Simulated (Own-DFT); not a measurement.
Si$_{3}$N$_{4}$ (beta silicon nitride, atoms displaced) (calculated)

A calculation, not a measurement: plane-wave PBE density functional theory by an unreviewed code, no spin, of a simulated periodic cell, stress positive in tension, free energy of the whole cell less one offset for each atom, forces on such cells passed a denser k mesh, this cell's mesh not checked; offsets are fitted by least squares, one for each functional and potential file, so energies compare only between cells with the same atoms and settings and are not formation energies; the far tail of each file's local potential was reset to the Coulomb form; each entry is a single point on an unrelaxed cell, so the pressure reflects the starting lattice, mostly measured values (interpolated for alloys), from which strain is counted, and rises with the displacements; printed positions are rounded, which can move forces by about a meV/angstrom; the program, named Own-DFT, is a retired in-house code; no spin-orbit coupling. Program: Own-DFT development build.

Common to all runs: functional PBE; potential files PseudoDojo norm-conserving, scalar-relativistic, standard set; wave cutoff 42 hartree; occupations Fermi-Dirac; smearing width 0.1 eV; k mesh 3 x 3 x 3 centred on Gamma.

(1) 
```cif
# cell vector a (Å): 7.6060 0.0000 0.0000
# cell vector b (Å): -3.8030 6.5870 0.0000
# cell vector c (Å): 0.0000 0.0000 8.7270
data_Si3N4
_symmetry_space_group_name_H-M 'P 1'
_symmetry_Int_Tables_number 1
_cell_length_a 7.6060
_cell_length_b 7.6060
_cell_length_c 8.7270
_cell_angle_alpha 90.000
_cell_angle_beta 90.000
_cell_angle_gamma 120.000
_cell_volume 437.23
loop_
_atom_site_label
_atom_site_type_symbol
_atom_site_fract_x
_atom_site_fract_y
_atom_site_fract_z
_atom_site_occupancy
Si1 Si 0.17192 0.76809 0.08170 1
Si2 Si 0.23046 0.40314 0.08036 1
Si3 Si 0.59534 0.82519 0.08045 1
Si4 Si 0.82713 0.22585 0.24955 1
Si5 Si 0.76569 0.59532 0.24635 1
Si6 Si 0.39832 0.16774 0.25183 1
N1 N 0.33342 0.03055 0.08438 1
N2 N 0.96996 0.30046 0.08304 1
N3 N 0.69689 0.66519 0.08373 1
N4 N 0.66922 0.96794 0.25005 1
N5 N 0.03392 0.70053 0.25025 1
N6 N 0.30383 0.33218 0.25080 1
N7 N 0.33488 0.66416 0.08290 1
N8 N 0.66380 0.33431 0.25015 1
Si7 Si 0.17411 0.77654 0.41884 1
Si8 Si 0.22772 0.40522 0.42270 1
Si9 Si 0.59749 0.82646 0.41696 1
Si10 Si 0.82198 0.22935 0.58195 1
Si11 Si 0.76856 0.59778 0.57957 1
Si12 Si 0.40084 0.16901 0.58069 1
N9 N 0.33201 0.03062 0.41525 1
N10 N 0.97019 0.30295 0.41369 1
N11 N 0.69563 0.66977 0.41943 1
N12 N 0.66702 0.96982 0.58485 1
N13 N 0.03053 0.69683 0.58413 1
N14 N 0.30019 0.33164 0.58420 1
N15 N 0.33179 0.66862 0.42056 1
N16 N 0.66094 0.32453 0.58656 1
Si13 Si 0.16829 0.76469 0.75058 1
Si14 Si 0.22718 0.39994 0.74919 1
Si15 Si 0.59522 0.82182 0.75276 1
Si16 Si 0.83083 0.23571 0.91721 1
Si17 Si 0.76858 0.59862 0.91681 1
Si18 Si 0.40060 0.17390 0.92044 1
N17 N 0.33087 0.02730 0.74856 1
N18 N 0.96847 0.29950 0.75104 1
N19 N 0.69840 0.66945 0.74901 1
N20 N 0.66964 0.96965 0.92047 1
N21 N 0.03092 0.69936 0.91708 1
N22 N 0.29670 0.32921 0.92662 1
N23 N 0.33594 0.66847 0.75054 1
N24 N 0.66942 0.33273 0.91500 1
_calc_free_energy_of_cell_above_offsets '-7.024'  # eV
_calc_pressure 5.62  # GPa
_calc_stress_xx -4.95  # GPa
_calc_stress_yy -4.32  # GPa
_calc_stress_zz -7.59  # GPa
_calc_stress_yz 0.5  # GPa
_calc_stress_xz 0.09  # GPa
_calc_stress_xy 0.42  # GPa
```

Force:
```csv
element,x (eV/Å),y (eV/Å),z (eV/Å)
Si,1.576,-0.144,0.722
Si,-0.819,1.183,3.269
Si,-0.744,-0.403,1.105
Si,-1.65,1.244,-0.321
Si,1.078,-0.97,1.499
Si,0.914,2.108,-0.894
N,-0.398,-0.845,-0.053
N,0.234,-0.056,0.22
N,-0.422,0.854,-0.699
N,0.292,-0.292,-0.202
N,-1.37,-0.045,0.044
N,-0.994,-0.037,0.493
N,-0.765,0.422,-0.093
N,0.817,-0.777,0.089
Si,1.261,-1.958,-0.602
Si,0.561,1.135,-2.072
Si,-1.823,-0.08,0.427
Si,0.154,0.173,0.159
Si,0.502,-1.923,1.098
Si,0.546,0.793,1.151
N,-0.453,-0.16,0.598
N,-0.312,-0.617,1.109
N,1.064,-0.246,-1.32
N,0.529,-0.34,-0.019
N,-1.034,-0.007,-0.298
N,0.48,-0.821,0.307
N,0.157,0.14,-0.113
N,-0.415,2.022,-0.432
Si,1.739,0.507,-0.009
Si,0.224,1.449,1.145
Si,-1.294,1.226,-0.334
Si,-1.124,-0.862,0.146
Si,0.651,-1.639,-0.279
Si,1.73,0.178,-1.065
N,-0.784,0.241,0.653
N,0.358,-0.045,-0.741
N,0.864,-0.287,0.083
N,0.453,0.502,-1.171
N,-0.87,-0.11,-0.069
N,0.927,-0.79,-3.796
N,-0.611,-1.247,0.134
N,-1.23,0.525,0.127
```

(2) 
```cif
# cell vector a (Å): 7.6060 0.0000 0.0000
# cell vector b (Å): -3.8030 6.5870 0.0000
# cell vector c (Å): 0.0000 0.0000 8.7270
data_Si3N4
_symmetry_space_group_name_H-M 'P 1'
_symmetry_Int_Tables_number 1
_cell_length_a 7.6060
_cell_length_b 7.6060
_cell_length_c 8.7270
_cell_angle_alpha 90.000
_cell_angle_beta 90.000
_cell_angle_gamma 120.000
_cell_volume 437.23
loop_
_atom_site_label
_atom_site_type_symbol
_atom_site_fract_x
_atom_site_fract_y
_atom_site_fract_z
_atom_site_occupancy
Si1 Si 0.17116 0.76833 0.08312 1
Si2 Si 0.22985 0.39844 0.08609 1
Si3 Si 0.59617 0.82673 0.08506 1
Si4 Si 0.82135 0.22131 0.24767 1
Si5 Si 0.76764 0.59857 0.24821 1
Si6 Si 0.40183 0.17446 0.24911 1
N1 N 0.33309 0.03211 0.08154 1
N2 N 0.97204 0.30210 0.08176 1
N3 N 0.70011 0.66756 0.08580 1
N4 N 0.66660 0.96924 0.24990 1
N5 N 0.02536 0.69781 0.24761 1
N6 N 0.30047 0.32728 0.24856 1
N7 N 0.33414 0.67204 0.08364 1
N8 N 0.66799 0.33511 0.24904 1
Si7 Si 0.17306 0.76970 0.41570 1
Si8 Si 0.22746 0.40033 0.41407 1
Si9 Si 0.60046 0.82777 0.41793 1
Si10 Si 0.82509 0.22449 0.58078 1
Si11 Si 0.76582 0.59255 0.58520 1
Si12 Si 0.40699 0.17358 0.58289 1
N9 N 0.33115 0.03152 0.41683 1
N10 N 0.96816 0.30607 0.41901 1
N11 N 0.69717 0.66674 0.42018 1
N12 N 0.67181 0.97135 0.57933 1
N13 N 0.03037 0.70296 0.58403 1
N14 N 0.29972 0.32872 0.58263 1
N15 N 0.32974 0.66792 0.41750 1
N16 N 0.66634 0.33539 0.58131 1
Si13 Si 0.17101 0.77371 0.74979 1
Si14 Si 0.23204 0.40759 0.75059 1
Si15 Si 0.59466 0.82915 0.74868 1
Si16 Si 0.82532 0.23639 0.92017 1
Si17 Si 0.76581 0.59375 0.91658 1
Si18 Si 0.39732 0.17475 0.91904 1
N17 N 0.32891 0.03499 0.74844 1
N18 N 0.96756 0.30056 0.74932 1
N19 N 0.69794 0.66408 0.74693 1
N20 N 0.66892 0.96531 0.91867 1
N21 N 0.02289 0.69229 0.91616 1
N22 N 0.30162 0.33171 0.91686 1
N23 N 0.33697 0.66829 0.75037 1
N24 N 0.66384 0.33382 0.91755 1
_calc_free_energy_of_cell_above_offsets '-7.177'  # eV
_calc_pressure 5.54  # GPa
_calc_stress_xx -4.55  # GPa
_calc_stress_yy -5.37  # GPa
_calc_stress_zz -6.69  # GPa
_calc_stress_yz 0.33  # GPa
_calc_stress_xz -0.31  # GPa
_calc_stress_xy 0.33  # GPa
```

Force:
```csv
element,x (eV/Å),y (eV/Å),z (eV/Å)
Si,0.422,-0.188,-0.244
Si,-0.604,2.381,-1.098
Si,-0.662,-0.982,-0.595
Si,-0.703,2.856,0.667
Si,0.698,-1.618,1.397
Si,2.222,-0.18,0.294
N,-0.624,-0.727,0.531
N,-0.14,-0.567,0.932
N,-1.124,0.833,-0.993
N,0.525,-0.773,0.314
N,0.555,0.793,0.55
N,-0.997,0.331,0.51
N,0.451,-1.576,0.164
N,-0.225,-0.624,-0.084
Si,-0.079,-0.357,0.046
Si,-0.087,1.495,1.151
Si,-1.697,-1.477,-0.539
Si,-1.149,2.265,0.99
Si,1.033,-0.354,-0.639
Si,-0.081,0.882,-0.26
N,-0.229,-0.251,-0.479
N,0.517,-0.752,-1.642
N,-0.004,0.415,-1.043
N,0.012,-0.721,1.044
N,-0.41,-0.016,-0.381
N,-0.444,0.078,-0.092
N,1.442,-0.389,-0.235
N,0.885,-1.116,0.13
Si,1.17,-0.82,0.096
Si,-0.292,0.056,-0.659
Si,0.519,-0.839,0.331
Si,-0.22,-0.803,-1.381
Si,-0.294,-0.565,-0.205
Si,2.076,0.087,-1.03
N,-0.022,-0.688,0.922
N,0.307,-0.172,0.372
N,-1.264,1.209,1.207
N,0.274,1.521,-0.43
N,0.902,1.059,0.071
N,-1.002,0.408,0.271
N,-1.301,0.361,-0.027
N,-0.358,-0.479,0.067
```

(3) 
```cif
# cell vector a (Å): 7.6060 0.0000 0.0000
# cell vector b (Å): -3.8030 6.5870 0.0000
# cell vector c (Å): 0.0000 0.0000 8.7270
data_Si3N4
_symmetry_space_group_name_H-M 'P 1'
_symmetry_Int_Tables_number 1
_cell_length_a 7.6060
_cell_length_b 7.6060
_cell_length_c 8.7270
_cell_angle_alpha 90.000
_cell_angle_beta 90.000
_cell_angle_gamma 120.000
_cell_volume 437.23
loop_
_atom_site_label
_atom_site_type_symbol
_atom_site_fract_x
_atom_site_fract_y
_atom_site_fract_z
_atom_site_occupancy
Si1 Si 0.17540 0.76959 0.08349 1
Si2 Si 0.22095 0.39790 0.08344 1
Si3 Si 0.59192 0.82408 0.08443 1
Si4 Si 0.82807 0.22957 0.24901 1
Si5 Si 0.77027 0.59608 0.24852 1
Si6 Si 0.40996 0.17562 0.24897 1
N1 N 0.33241 0.03126 0.08642 1
N2 N 0.96885 0.29595 0.08081 1
N3 N 0.69831 0.66874 0.08540 1
N4 N 0.66874 0.96693 0.24794 1
N5 N 0.03729 0.70322 0.24713 1
N6 N 0.30355 0.33348 0.24971 1
N7 N 0.33364 0.66789 0.08420 1
N8 N 0.67004 0.33634 0.25025 1
Si7 Si 0.16978 0.76312 0.41887 1
Si8 Si 0.23372 0.40812 0.41969 1
Si9 Si 0.59155 0.82336 0.41879 1
Si10 Si 0.82232 0.22289 0.58475 1
Si11 Si 0.77105 0.59942 0.58531 1
Si12 Si 0.40401 0.17954 0.58034 1
N9 N 0.33113 0.03581 0.41788 1
N10 N 0.97104 0.30384 0.41776 1
N11 N 0.69819 0.66508 0.41903 1
N12 N 0.66713 0.96734 0.58211 1
N13 N 0.03200 0.70123 0.58232 1
N14 N 0.30109 0.33000 0.58495 1
N15 N 0.33720 0.66612 0.41655 1
N16 N 0.66247 0.33270 0.58526 1
Si13 Si 0.17349 0.77184 0.74699 1
Si14 Si 0.23333 0.40999 0.74850 1
Si15 Si 0.60063 0.83437 0.75014 1
Si16 Si 0.82989 0.23325 0.91653 1
Si17 Si 0.77543 0.59742 0.91438 1
Si18 Si 0.40596 0.17477 0.91425 1
N17 N 0.33027 0.02962 0.75422 1
N18 N 0.96844 0.29994 0.74870 1
N19 N 0.69928 0.67094 0.74830 1
N20 N 0.66499 0.96502 0.91589 1
N21 N 0.03107 0.69792 0.91488 1
N22 N 0.30321 0.33193 0.91626 1
N23 N 0.33190 0.66490 0.74941 1
N24 N 0.66973 0.33364 0.91291 1
_calc_free_energy_of_cell_above_offsets '-7.309'  # eV
_calc_pressure 5.66  # GPa
_calc_stress_xx -5.45  # GPa
_calc_stress_yy -4.9  # GPa
_calc_stress_zz -6.63  # GPa
_calc_stress_yz -1.13  # GPa
_calc_stress_xz -0.05  # GPa
_calc_stress_xy -0.98  # GPa
```

Force:
```csv
element,x (eV/Å),y (eV/Å),z (eV/Å)
Si,0.787,0.35,-0.689
Si,2.472,1.872,-0.062
Si,0.003,-0.575,-0.552
Si,-0.911,0.121,0.522
Si,0.285,-0.123,0.547
Si,-0.406,0.414,0.478
N,-0.104,0.066,-1.197
N,-0.678,-0.364,0.633
N,0.545,0.135,-1.029
N,0.169,0.635,1.084
N,-1.422,-0.726,1.061
N,-0.438,-0.219,0.253
N,-0.374,-1.149,-0.105
N,0.667,-0.416,-0.167
Si,1.284,1.491,-1.196
Si,0.317,-0.55,-0.909
Si,0.825,-0.046,-1.126
Si,-1.113,1.999,-0.567
Si,0.107,-1.624,-0.413
Si,1.223,-0.963,1.253
N,-0.034,-1.671,-0.394
N,0.053,-0.407,-0.025
N,-0.272,0.801,-0.632
N,0.19,0.145,0.068
N,-0.661,-0.192,0.346
N,-1.169,0.602,-0.148
N,-1.417,0.166,0.242
N,1.288,0.373,-0.067
Si,1.243,-0.43,0.88
Si,0.219,-0.545,0.714
Si,-0.931,-2.318,0.016
Si,-1.253,-0.856,-0.694
Si,-1.479,-0.793,0.628
Si,0.534,0.383,1.294
N,-0.225,0.227,-1.801
N,0.641,-0.111,0.109
N,0.206,0.458,0.649
N,0.427,1.696,0.708
N,0.375,0.483,0.232
N,-0.798,0.075,-0.048
N,0.018,1.422,-0.199
N,-0.194,0.163,0.303
```

(4) 
```cif
# cell vector a (Å): 7.6060 0.0000 0.0000
# cell vector b (Å): -3.8030 6.5870 0.0000
# cell vector c (Å): 0.0000 0.0000 8.7270
data_Si3N4
_symmetry_space_group_name_H-M 'P 1'
_symmetry_Int_Tables_number 1
_cell_length_a 7.6060
_cell_length_b 7.6060
_cell_length_c 8.7270
_cell_angle_alpha 90.000
_cell_angle_beta 90.000
_cell_angle_gamma 120.000
_cell_volume 437.23
loop_
_atom_site_label
_atom_site_type_symbol
_atom_site_fract_x
_atom_site_fract_y
_atom_site_fract_z
_atom_site_occupancy
Si1 Si 0.16774 0.76971 0.08490 1
Si2 Si 0.22846 0.40331 0.08391 1
Si3 Si 0.59330 0.82780 0.08355 1
Si4 Si 0.82662 0.23281 0.24814 1
Si5 Si 0.77196 0.59332 0.24957 1
Si6 Si 0.40536 0.17380 0.25358 1
N1 N 0.33218 0.02774 0.08251 1
N2 N 0.96886 0.30096 0.08170 1
N3 N 0.69854 0.66728 0.08411 1
N4 N 0.66821 0.96886 0.24669 1
N5 N 0.03540 0.70067 0.25143 1
N6 N 0.30404 0.33428 0.24923 1
N7 N 0.33406 0.66489 0.07944 1
N8 N 0.66399 0.33111 0.25057 1
Si7 Si 0.17214 0.77286 0.41726 1
Si8 Si 0.22987 0.40258 0.41739 1
Si9 Si 0.59095 0.81772 0.41845 1
Si10 Si 0.82728 0.22497 0.58156 1
Si11 Si 0.77105 0.59654 0.57777 1
Si12 Si 0.40530 0.17457 0.58560 1
N9 N 0.32853 0.02673 0.41904 1
N10 N 0.96881 0.30254 0.41518 1
N11 N 0.69572 0.66932 0.41511 1
N12 N 0.66874 0.97047 0.58372 1
N13 N 0.03108 0.69666 0.58395 1
N14 N 0.30222 0.33446 0.58356 1
N15 N 0.33312 0.66854 0.41246 1
N16 N 0.66806 0.33360 0.58359 1
Si13 Si 0.17142 0.77061 0.75019 1
Si14 Si 0.22946 0.40096 0.74858 1
Si15 Si 0.59901 0.82637 0.74661 1
Si16 Si 0.82759 0.23369 0.91707 1
Si17 Si 0.76477 0.59636 0.91396 1
Si18 Si 0.40730 0.17266 0.91702 1
N17 N 0.33892 0.03474 0.74739 1
N18 N 0.96662 0.29967 0.74924 1
N19 N 0.70152 0.66681 0.74629 1
N20 N 0.66958 0.97037 0.91611 1
N21 N 0.03600 0.70448 0.91547 1
N22 N 0.30052 0.33439 0.91550 1
N23 N 0.33470 0.66906 0.75001 1
N24 N 0.67090 0.33470 0.91306 1
_calc_free_energy_of_cell_above_offsets '-7.329'  # eV
_calc_pressure 5.4  # GPa
_calc_stress_xx -4.3  # GPa
_calc_stress_yy -4.59  # GPa
_calc_stress_zz -7.29  # GPa
_calc_stress_yz 0.43  # GPa
_calc_stress_xz -0.14  # GPa
_calc_stress_xy -0.74  # GPa
```

Force:
```csv
element,x (eV/Å),y (eV/Å),z (eV/Å)
Si,2.621,-0.326,-0.952
Si,0.385,1.146,-0.496
Si,-0.133,-0.837,-0.613
Si,-0.457,-0.746,0.154
Si,-0.81,-0.169,-0.3
Si,0.016,-0.255,-0.878
N,-0.375,0.774,0.739
N,0.212,0.062,0.542
N,0.174,0.337,-0.219
N,0.281,0.417,1.453
N,-1.674,-0.538,0.096
N,-0.028,-0.707,0.479
N,-1.162,0.192,0.397
N,0.561,0.533,0.024
Si,1.7,-1.166,0.495
Si,-0.319,1.328,-0.564
Si,-1.339,1.862,-1.047
Si,-1.394,1.442,0.307
Si,0.189,-1.284,0.949
Si,0.804,0.857,-0.805
N,-0.295,1.396,-0.079
N,0.511,-0.259,-0.044
N,1.654,-0.633,-0.241
N,0.421,-0.876,-0.872
N,-0.608,0.355,-0.497
N,0.392,-0.792,-0.389
N,-0.43,-0.807,0.375
N,0.092,-0.078,-0.428
Si,1.985,0.091,-0.2
Si,-0.888,1.784,0.556
Si,-1.161,-0.523,1.234
Si,-0.353,-0.608,-0.628
Si,1.292,-0.529,0.553
Si,-0.009,0.894,-0.137
N,-0.723,-1.085,0.901
N,0.952,0.021,-0.178
N,-0.562,0.745,-0.238
N,0.398,0.076,-0.266
N,-2.019,-0.633,0.398
N,1.021,-1.193,0.329
N,0.034,-0.477,-0.32
N,-0.957,0.214,0.414
```

(5) 
```cif
# cell vector a (Å): 7.6060 0.0000 0.0000
# cell vector b (Å): -3.8030 6.5870 0.0000
# cell vector c (Å): 0.0000 0.0000 8.7270
data_Si3N4
_symmetry_space_group_name_H-M 'P 1'
_symmetry_Int_Tables_number 1
_cell_length_a 7.6060
_cell_length_b 7.6060
_cell_length_c 8.7270
_cell_angle_alpha 90.000
_cell_angle_beta 90.000
_cell_angle_gamma 120.000
_cell_volume 437.23
loop_
_atom_site_label
_atom_site_type_symbol
_atom_site_fract_x
_atom_site_fract_y
_atom_site_fract_z
_atom_site_occupancy
Si1 Si 0.17267 0.76888 0.08389 1
Si2 Si 0.23408 0.40111 0.08081 1
Si3 Si 0.59783 0.82585 0.08214 1
Si4 Si 0.82832 0.23316 0.24744 1
Si5 Si 0.76884 0.59863 0.25117 1
Si6 Si 0.40621 0.16862 0.24610 1
N1 N 0.33414 0.03173 0.08850 1
N2 N 0.96713 0.29701 0.08309 1
N3 N 0.69454 0.66622 0.08897 1
N4 N 0.66623 0.96744 0.25093 1
N5 N 0.02833 0.69668 0.24996 1
N6 N 0.29578 0.32752 0.24966 1
N7 N 0.33179 0.66627 0.08357 1
N8 N 0.66031 0.32881 0.25253 1
Si7 Si 0.17709 0.77311 0.41945 1
Si8 Si 0.23389 0.40588 0.41717 1
Si9 Si 0.59829 0.82749 0.41818 1
Si10 Si 0.82262 0.23214 0.58133 1
Si11 Si 0.77131 0.59777 0.58297 1
Si12 Si 0.40452 0.17160 0.58595 1
N9 N 0.33429 0.03390 0.41656 1
N10 N 0.96722 0.30305 0.41777 1
N11 N 0.69960 0.66657 0.41812 1
N12 N 0.66549 0.96774 0.58320 1
N13 N 0.03120 0.69886 0.58258 1
N14 N 0.30142 0.33586 0.58613 1
N15 N 0.32990 0.66278 0.41692 1
N16 N 0.66937 0.33760 0.58534 1
Si13 Si 0.18024 0.77198 0.75033 1
Si14 Si 0.23153 0.40144 0.75136 1
Si15 Si 0.59090 0.82279 0.74630 1
Si16 Si 0.82534 0.22988 0.91743 1
Si17 Si 0.77048 0.59428 0.91497 1
Si18 Si 0.40315 0.16798 0.91331 1
N17 N 0.33002 0.02699 0.75278 1
N18 N 0.96766 0.30196 0.74867 1
N19 N 0.70592 0.67237 0.75060 1
N20 N 0.66500 0.96724 0.91680 1
N21 N 0.03583 0.70298 0.91492 1
N22 N 0.29863 0.32907 0.91616 1
N23 N 0.33316 0.66649 0.75521 1
N24 N 0.66443 0.33282 0.91901 1
_calc_free_energy_of_cell_above_offsets '-7.321'  # eV
_calc_pressure 5.5  # GPa
_calc_stress_xx -4.01  # GPa
_calc_stress_yy -4.62  # GPa
_calc_stress_zz -7.87  # GPa
_calc_stress_yz -0.31  # GPa
_calc_stress_xz 0.19  # GPa
_calc_stress_xy 0.22  # GPa
```

Force:
```csv
element,x (eV/Å),y (eV/Å),z (eV/Å)
Si,0.915,-0.379,0.256
Si,-1.41,1.353,1.125
Si,-1.554,-0.398,0.638
Si,-1.155,-0.311,1.068
Si,0.638,-1.88,0.249
Si,-0.75,1.927,1.954
N,-0.459,-1.388,-2.71
N,0.936,0.32,-0.492
N,0.816,-0.013,-1.888
N,0.452,0.597,-0.183
N,0.085,0.55,0.389
N,0.818,-0.677,0.074
N,0.471,-0.324,-0.091
N,1.226,1.38,-0.251
Si,0.293,-0.937,-0.991
Si,-0.981,-0.114,-0.302
Si,-1.061,-1.041,-0.795
Si,0.321,0.205,0.435
Si,0.34,-0.604,0.329
Si,0.234,1.436,-0.713
N,-0.318,-0.636,0.548
N,0.818,-0.142,-0.468
N,-0.592,0.773,0.112
N,0.146,0.66,0.05
N,0.209,0.621,0.676
N,1.224,-1.242,-0.432
N,0.65,1.283,0.183
N,-0.887,-0.835,0.105
Si,-0.554,-1.786,-0.341
Si,-1.555,1.082,-0.088
Si,0.428,0.063,1.297
Si,-0.498,0.051,-0.499
Si,0.053,-0.064,1.106
Si,0.303,1.366,2.109
N,-0.048,0.635,-1.19
N,0.439,-0.25,0.312
N,-0.799,0.436,-0.286
N,0.359,0.334,-0.669
N,-1.139,-0.251,0.406
N,1.015,-0.996,-0.332
N,0.344,-0.62,-0.451
N,0.226,-0.185,-0.247
```
